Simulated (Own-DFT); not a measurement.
# How strain changes the stress of diamond-structure SiGeSn with randomly placed atoms, 64 atoms (Ge52Si8Sn4)

These are calculations, not measurements. The program, named Own-DFT, is a retired in-house plane-wave density functional code that no person has reviewed. Each row is one single-point run on a periodic cell that was not relaxed, without spin or spin-orbit coupling.

Settings of every run: PBE; PseudoDojo norm-conserving scalar-relativistic files; cutoff 49 hartree; 3 x 3 x 3 k mesh centred on Gamma; Fermi-Dirac smearing of 0.1 eV.

Known limits: forces on such cells moved up to 12 meV/angstrom on a denser k mesh; stress not checked against mesh or cutoff.

Unstrained cell vectors in Å: (11.363, 0.000, 0.000); (0.000, 11.363, 0.000); (0.000, 0.000, 11.363). The unstrained cell has measured lattice constants (interpolated for alloys), not those of this functional. That, the random moves and any unrelaxed bonds set the pressure at no strain. Each run strains this cell uniformly, with the atoms carried along. Every atom was also moved at random, by a Gaussian of width 0.05 Å on each axis. The random placing of the alloy's atoms differs from row to row. Strain is the symmetric tensor, in per cent. Stress is positive in tension, and the pressure is minus a third of its trace.

```
run,e_xx (%),e_yy (%),e_zz (%),s_xx (GPa),s_yy (GPa),s_zz (GPa),P (GPa),E (meV/atom)
1,1.25,1.25,0.00,-2.50,-2.59,-3.24,2.77,13.6
2,-0.25,-0.25,0.00,-5.10,-5.30,-5.03,5.14,35.4
3,2.50,2.50,0.00,-0.76,-0.52,-2.14,1.14,5.8
4,0.50,0.50,0.00,-3.65,-3.73,-3.89,3.76,14.3
5,-2.00,-2.00,0.00,-8.92,-8.76,-7.48,8.39,82.6
6,-0.75,-0.75,0.00,-5.79,-5.95,-5.33,5.69,25.1
7,-0.50,-0.50,0.00,-5.72,-5.75,-5.18,5.55,44.1
8,2.75,2.75,0.00,-0.18,-0.30,-1.86,0.78,0.0
9,-1.75,-1.75,0.00,?,?,?,?,?
```

E is the free energy for each atom above the lowest run shown.

## Worked fit

The change of volume is close to e_xx + e_yy + e_zz. A straight line through the runs shown gives P = 4.84 - 77 x (fractional change of volume) GPa, with an error of 3 on the slope and a scatter of 0.30 GPa. The strain isn't the same on all axes, but the crystal is cubic, so the slope still estimates the bulk modulus, averaged over pressures from 0.8 to 8.4 GPa.

## Withheld run

Question: what pressure should run 9 give? Its volume changes by -3.47 %.

The line gives 7.5 GPa. The calculation gave 7.52 GPa.
